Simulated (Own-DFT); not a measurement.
# Computed records: GaN (wurtzite, strained, atoms displaced), GaP (zincblende, strained, atoms displaced)

Computed with Own-DFT development build. A calculation, not a measurement: plane-wave PBE density functional theory by an unreviewed code, no spin, of a simulated periodic cell, stress positive in tension, free energy of the whole cell less one offset for each atom, forces on such cells passed a denser k mesh, this cell's mesh not checked; offsets are fitted by least squares, one for each functional and potential file, so energies compare only between cells with the same atoms and settings and are not formation energies; the far tail of each file's local potential was reset to the Coulomb form; each entry is a single point on an unrelaxed cell, so the pressure reflects the starting lattice, mostly measured values (interpolated for alloys), from which strain is counted, and rises with the displacements; printed positions are rounded, which can move forces by about a meV/angstrom; the program, named Own-DFT, is a retired in-house code; no spin-orbit coupling.

Common to all runs: functional PBE.

```json
{"entry": 1, "formula": "GaN", "kind": "wurtzite, strained, atoms displaced", "structure": {"cell_angstrom": [[12.756, 0.0, 0.0], [-4.7835, 8.2853, 0.0], [0.0, 0.0, 10.3182]], "atoms_fractional": [["Ga", 0.07574, 0.22086, 0.00434], ["Ga", 0.16349, 0.11308, 0.25575], ["N", 0.07698, 0.21903, 0.19905], ["N", 0.15752, 0.11768, 0.43158], ["Ga", 0.08783, 0.22299, 0.49793], ["Ga", 0.17371, 0.11552, 0.75291], ["N", 0.07905, 0.2257, 0.69344], ["N", 0.16217, 0.11137, 0.93455], ["Ga", 0.08964, 0.55506, 0.00254], ["Ga", 0.16372, 0.44445, 0.25246], ["N", 0.08086, 0.56394, 0.19174], ["N", 0.16068, 0.44447, 0.43318], ["Ga", 0.07174, 0.54967, 0.49529], ["Ga", 0.16594, 0.44632, 0.75391], ["N", 0.08395, 0.54471, 0.68514], ["N", 0.17247, 0.45779, 0.93804], ["Ga", 0.08295, 0.89582, 0.00103], ["Ga", 0.17281, 0.78876, 0.25621], ["N", 0.08488, 0.90554, 0.18643], ["N", 0.17391, 0.77951, 0.44207], ["Ga", 0.08019, 0.88624, 0.50312], ["Ga", 0.17015, 0.77646, 0.75202], ["N", 0.08211, 0.88773, 0.67854], ["N", 0.16856, 0.78117, 0.93626], ["Ga", 0.33456, 0.2194, 0.99698], ["Ga", 0.41202, 0.10991, 0.24738], ["N", 0.3353, 0.21291, 0.18182], ["N", 0.41994, 0.11211, 0.43951], ["Ga", 0.33386, 0.2237, 0.50095], ["Ga", 0.41932, 0.1021, 0.74881], ["N", 0.33348, 0.22308, 0.68489], ["N", 0.4149, 0.11339, 0.94239], ["Ga", 0.32742, 0.54972, 0.0093], ["Ga", 0.41359, 0.44157, 0.25947], ["N", 0.33378, 0.55652, 0.1912], ["N", 0.41269, 0.43897, 0.43683], ["Ga", 0.33332, 0.55635, 0.50162], ["Ga", 0.41798, 0.44791, 0.75064], ["N", 0.33531, 0.55507, 0.69523], ["N", 0.4257, 0.45429, 0.93454], ["Ga", 0.33826, 0.88978, 0.00672], ["Ga", 0.42113, 0.78505, 0.25157], ["N", 0.33425, 0.88331, 0.18883], ["N", 0.4128, 0.77603, 0.43969], ["Ga", 0.33378, 0.8944, 0.499], ["Ga", 0.41931, 0.78437, 0.7513], ["N", 0.33715, 0.89521, 0.68189], ["N", 0.41543, 0.77813, 0.94384], ["Ga", 0.57296, 0.20974, 0.99786], ["Ga", 0.65683, 0.11979, 0.2495], ["N", 0.5832, 0.22471, 0.1927], ["N", 0.6668, 0.11689, 0.42222], ["Ga", 0.58607, 0.22277, 0.50524], ["Ga", 0.6668, 0.10084, 0.75429], ["N", 0.58698, 0.22437, 0.69204], ["N", 0.66158, 0.11403, 0.93422], ["Ga", 0.58424, 0.55812, 0.00632], ["Ga", 0.67056, 0.43149, 0.24769], ["N", 0.58497, 0.5455, 0.18849], ["N", 0.66762, 0.44271, 0.44497], ["Ga", 0.58396, 0.55545, 0.49335], ["Ga", 0.67132, 0.43879, 0.74667], ["N", 0.5774, 0.55259, 0.69077], ["N", 0.6613, 0.44816, 0.93674], ["Ga", 0.58052, 0.89235, 0.00536], ["Ga", 0.66006, 0.77609, 0.26289], ["N", 0.58455, 0.89792, 0.18356], ["N", 0.66109, 0.7689, 0.43482], ["Ga", 0.58754, 0.88732, 0.4972], ["Ga", 0.67021, 0.78036, 0.75036], ["N", 0.58517, 0.88459, 0.69233], ["N", 0.66479, 0.77682, 0.94361], ["Ga", 0.82629, 0.21551, 0.99706], ["Ga", 0.92386, 0.11665, 0.24323], ["N", 0.82885, 0.21436, 0.18973], ["N", 0.91784, 0.11592, 0.43745], ["Ga", 0.8413, 0.22795, 0.49855], ["Ga", 0.91068, 0.09775, 0.74822], ["N", 0.83727, 0.21742, 0.68952], ["N", 0.91611, 0.10351, 0.93323], ["Ga", 0.83171, 0.55359, 0.99685], ["Ga", 0.91356, 0.44107, 0.25105], ["N", 0.83149, 0.54938, 0.18514], ["N", 0.91153, 0.43491, 0.44222], ["Ga", 0.83852, 0.5569, 0.49283], ["Ga", 0.90715, 0.44144, 0.75075], ["N", 0.83856, 0.57017, 0.69095], ["N", 0.91478, 0.45166, 0.93805], ["Ga", 0.83646, 0.89295, 0.99302], ["Ga", 0.90853, 0.77651, 0.24906], ["N", 0.8322, 0.88006, 0.19113], ["N", 0.91608, 0.77721, 0.44347], ["Ga", 0.83661, 0.88757, 0.49913], ["Ga", 0.92218, 0.78863, 0.75113], ["N", 0.83626, 0.89976, 0.69172], ["N", 0.9075, 0.77285, 0.93948]]}, "settings": {"potential_files": "PseudoDojo norm-conserving, scalar-relativistic, standard set with the stringent files for Ga", "wave_cutoff [hartree]": 96.0, "occupations": "Gaussian", "smearing_width [eV]": 0.01, "k_mesh": "3 x 4 x 3 centred on Gamma"}, "results": {"free_energy_of_cell_above_offsets [eV]": "-3.342", "pressure [GPa]": 8.39, "stress_xx [GPa]": -7.38, "stress_yy [GPa]": -7.03, "stress_zz [GPa]": -10.75, "stress_yz [GPa]": -0.34, "stress_xz [GPa]": 0.08, "stress_xy [GPa]": 1.0, "force_element": ["Ga", "Ga", "N", "N", "Ga", "Ga", "N", "N", "Ga", "Ga", "N", "N", "Ga", "Ga", "N", "N", "Ga", "Ga", "N", "N", "Ga", "Ga", "N", "N", "Ga", "Ga", "N", "N", "Ga", "Ga", "N", "N", "Ga", "Ga", "N", "N", "Ga", "Ga", "N", "N", "Ga", "Ga", "N", "N", "Ga", "Ga", "N", "N", "Ga", "Ga", "N", "N", "Ga", "Ga", "N", "N", "Ga", "Ga", "N", "N", "Ga", "Ga", "N", "N", "Ga", "Ga", "N", "N", "Ga", "Ga", "N", "N", "Ga", "Ga", "N", "N", "Ga", "Ga", "N", "N", "Ga", "Ga", "N", "N", "Ga", "Ga", "N", "N", "Ga", "Ga", "N", "N", "Ga", "Ga", "N", "N"], "force_x [eV/angstrom]": [1.081, 0.942, 2.503, 3.454, -2.715, -1.529, 1.433, 0.337, -2.418, -0.11, 0.707, 0.727, 2.448, 0.73, -1.894, -0.131, 0.139, -1.136, 0.415, -2.206, 0.785, -0.622, 0.802, -0.078, -1.357, 1.289, -2.254, -0.741, -0.233, -0.984, 0.826, 0.21, 2.024, 0.861, -0.103, 0.042, -0.846, 0.129, -0.946, -1.766, -1.281, 0.221, -0.491, 1.041, 1.001, 0.07, 0.066, 0.153, 0.754, 3.184, -2.036, 0.716, 0.106, 0.002, 0.438, 0.637, 0.08, -1.587, -0.955, 0.329, -0.094, -1.574, 1.902, 1.419, 1.004, 0.936, 0.206, 0.756, -1.367, -0.088, -0.496, -0.118, 0.531, -3.513, -0.109, 0.556, -1.063, 0.818, -1.729, -1.04, -1.187, 0.342, 0.386, -0.574, -1.328, 1.637, 0.071, 1.597, -1.291, 2.14, -2.121, 0.321, -1.057, -0.165, 0.232, 1.798], "force_y [eV/angstrom]": [0.597, 0.536, 2.187, -1.71, 1.341, -0.171, -0.697, 0.734, 1.055, 0.777, -0.371, 0.254, 0.903, -0.58, 1.568, -2.256, -1.124, -0.55, -2.244, -0.35, 0.746, -0.572, 0.574, 0.197, 1.498, -0.312, 1.289, 0.412, -0.841, 1.986, -0.202, -1.635, 0.732, -0.233, -0.281, 0.67, -0.282, -0.485, 0.664, -1.394, -0.279, -0.973, 0.968, 0.478, -0.216, -1.189, -1.255, -0.117, 2.877, -1.637, -1.107, -0.712, -0.276, 1.156, -1.471, -0.666, 0.109, 2.39, 0.706, 0.221, -1.246, 1.807, 0.781, -1.265, -0.765, 0.021, -0.614, 1.245, 0.877, -1.588, 0.415, 1.152, 1.002, -2.687, 0.679, -1.121, -2.51, 4.235, 0.376, 1.628, -0.101, -0.274, 0.702, 1.747, -0.282, 0.37, -1.192, -1.425, -1.605, -0.629, 1.652, -0.235, 1.034, -0.516, -3.919, 0.811], "force_z [eV/angstrom]": [-0.513, -1.824, -2.655, 1.632, 1.77, -1.316, -0.621, 1.09, 0.072, -0.558, 0.005, 1.354, 1.047, -0.833, 0.097, 0.703, -0.322, -0.878, 0.653, -0.299, -1.943, -1.016, 2.765, 0.861, -0.153, 0.95, 0.945, -0.414, -0.348, 0.412, 0.792, -1.326, -1.286, -2.793, 0.806, 1.31, 0.379, 0.182, -1.026, 1.295, -1.15, 0.174, 0.6, 0.063, -0.165, 0.262, 1.093, -0.646, 0.486, -1.355, -2.203, 4.306, -0.558, -1.474, -0.288, 1.094, -0.646, 0.952, 1.779, -0.982, 1.751, 0.792, -1.347, 0.116, -1.549, -4.626, 2.022, 2.576, 0.346, 0.861, -1.178, -0.573, 0.417, 1.734, -0.699, -0.177, 0.637, 0.468, -0.131, 0.874, 0.15, -0.845, 0.768, -1.402, 1.591, -0.148, -1.063, 0.104, 1.849, 0.13, -0.656, -1.232, 0.108, 0.212, -1.815, -0.399]}}
{"entry": 2, "formula": "GaP", "kind": "zincblende, strained, atoms displaced", "structure": {"cell_angstrom": [[10.862, 0.0, 0.0], [0.0, 10.862, 0.0], [0.0, 0.0, 10.9439]], "atoms_fractional": [["Ga", 0.99827, 0.99855, 0.00074], ["Ga", 0.00104, 0.24559, 0.24951], ["Ga", 0.25268, 0.00479, 0.24539], ["Ga", 0.24564, 0.24632, 0.99719], ["P", 0.12459, 0.12149, 0.12447], ["P", 0.12314, 0.37697, 0.37778], ["P", 0.37557, 0.12624, 0.37867], ["P", 0.37773, 0.37866, 0.12459], ["Ga", 0.00227, 0.99914, 0.49983], ["Ga", 0.99605, 0.24489, 0.74577], ["Ga", 0.25062, 0.00159, 0.74935], ["Ga", 0.25177, 0.25345, 0.49823], ["P", 0.12477, 0.12601, 0.62475], ["P", 0.12806, 0.37671, 0.8739], ["P", 0.37785, 0.12629, 0.86845], ["P", 0.37656, 0.37447, 0.62775], ["Ga", 0.0011, 0.49834, 0.99625], ["Ga", 0.00112, 0.74782, 0.25202], ["Ga", 0.24952, 0.49938, 0.24796], ["Ga", 0.24969, 0.74921, 0.99973], ["P", 0.12433, 0.62443, 0.12128], ["P", 0.12388, 0.87964, 0.37406], ["P", 0.37596, 0.62721, 0.37371], ["P", 0.37741, 0.87249, 0.12648], ["Ga", 0.00145, 0.50325, 0.49834], ["Ga", 0.99751, 0.75331, 0.74901], ["Ga", 0.24778, 0.50173, 0.75132], ["Ga", 0.2536, 0.75198, 0.50227], ["P", 0.12496, 0.62223, 0.62137], ["P", 0.12346, 0.8748, 0.88055], ["P", 0.36665, 0.62445, 0.87105], ["P", 0.37175, 0.87907, 0.6255], ["Ga", 0.50097, 0.99901, 0.00028], ["Ga", 0.4964, 0.24946, 0.25029], ["Ga", 0.75003, 0.99719, 0.25401], ["Ga", 0.7494, 0.25415, 0.99878], ["P", 0.62177, 0.12195, 0.12545], ["P", 0.62656, 0.37482, 0.37381], ["P", 0.87317, 0.12558, 0.37539], ["P", 0.87766, 0.3766, 0.12539], ["Ga", 0.50161, 0.00536, 0.50015], ["Ga", 0.50051, 0.25229, 0.74733], ["Ga", 0.75089, 0.99989, 0.74663], ["Ga", 0.74997, 0.24467, 0.50053], ["P", 0.62603, 0.12526, 0.62345], ["P", 0.62634, 0.37865, 0.87714], ["P", 0.87492, 0.12263, 0.87524], ["P", 0.87697, 0.37754, 0.62257], ["Ga", 0.50122, 0.49971, 0.0023], ["Ga", 0.49756, 0.75159, 0.24814], ["Ga", 0.74998, 0.49725, 0.2507], ["Ga", 0.75085, 0.74917, 0.9962], ["P", 0.62883, 0.62595, 0.12815], ["P", 0.6232, 0.87363, 0.37948], ["P", 0.87893, 0.62335, 0.37372], ["P", 0.87328, 0.87296, 0.12463], ["Ga", 0.50305, 0.49871, 0.49658], ["Ga", 0.50368, 0.74867, 0.74612], ["Ga", 0.75262, 0.50234, 0.74623], ["Ga", 0.75092, 0.75089, 0.50074], ["P", 0.62399, 0.62656, 0.62862], ["P", 0.62278, 0.87382, 0.88068], ["P", 0.87632, 0.62367, 0.87622], ["P", 0.87721, 0.87016, 0.62829]]}, "settings": {"potential_files": "PseudoDojo norm-conserving, scalar-relativistic, standard set", "wave_cutoff [hartree]": 42.0, "occupations": "Fermi-Dirac", "smearing_width [eV]": 0.1, "k_mesh": "3 x 3 x 3 centred on Gamma"}, "results": {"free_energy_of_cell_above_offsets [eV]": "-35.220", "pressure [GPa]": 3.1, "stress_xx [GPa]": -3.28, "stress_yy [GPa]": -3.28, "stress_zz [GPa]": -2.72, "stress_yz [GPa]": -0.04, "stress_xz [GPa]": 0.02, "stress_xy [GPa]": 0.49, "force_element": ["Ga", "Ga", "Ga", "Ga", "P", "P", "P", "P", "Ga", "Ga", "Ga", "Ga", "P", "P", "P", "P", "Ga", "Ga", "Ga", "Ga", "P", "P", "P", "P", "Ga", "Ga", "Ga", "Ga", "P", "P", "P", "P", "Ga", "Ga", "Ga", "Ga", "P", "P", "P", "P", "Ga", "Ga", "Ga", "Ga", "P", "P", "P", "P", "Ga", "Ga", "Ga", "Ga", "P", "P", "P", "P", "Ga", "Ga", "Ga", "Ga", "P", "P", "P", "P"], "force_x [eV/angstrom]": [-0.167, -0.027, 0.101, 0.693, -0.077, 0.25, -0.203, -0.63, -0.378, 0.307, -0.477, -0.22, 0.211, -0.715, -0.149, -0.184, 0.062, 0.149, -0.075, 0.053, -0.01, 0.569, -0.152, -0.494, -0.174, 0.812, -0.018, -0.442, 0.086, 0.233, 1.349, 0.796, -0.463, 0.301, -0.218, 0.061, 0.507, -0.022, 0.354, -0.026, -0.244, 0.488, -0.206, 0.12, -0.045, -0.082, -0.244, -0.265, -0.11, 0.614, 0.282, 0.005, -0.315, -0.014, -0.733, 0.112, -0.292, -0.922, -0.075, 0.076, 0.404, 0.285, -0.012, -0.398], "force_y [eV/angstrom]": [-0.097, 0.474, -0.544, 0.355, 0.37, -0.331, 0.049, -0.795, 0.142, 0.623, -0.116, -0.041, -0.069, -0.681, -0.197, 0.51, 0.015, 0.335, 0.189, 0.06, -0.023, -0.477, -0.273, 0.483, -0.284, -0.817, -0.333, -0.023, 0.702, 0.174, 0.314, -0.194, 0.204, 0.112, 0.009, -0.492, 0.44, -0.483, -0.388, -0.356, -0.616, 0.07, -0.338, 0.873, 0.038, -0.116, 0.276, -0.358, 0.671, -0.321, 0.234, -0.122, 0.054, 0.116, 0.175, 0.013, 0.216, 0.527, -0.195, -0.407, -0.419, 0.044, 0.15, 0.888], "force_z [eV/angstrom]": [0.121, 0.148, 0.587, 0.12, -0.213, -0.62, -0.515, -0.066, 0.197, 0.461, 0.344, 0.399, -0.264, -0.261, 0.783, -0.5, 0.254, -0.407, 0.169, 0.142, 0.407, -0.182, 0.122, -0.498, 0.1, 0.562, -0.588, -0.411, 0.505, -0.747, 0.464, -0.029, -0.057, -0.097, -0.337, 0.347, 0.159, 0.143, -0.002, -0.063, 0.126, 0.346, 0.518, -0.095, 0.449, -0.639, 0.019, -0.076, -0.316, 0.399, -0.024, 0.459, -0.316, -0.296, 0.163, 0.253, 0.354, 0.749, 0.435, -0.012, -0.926, -1.049, -0.437, -0.758]}}
```
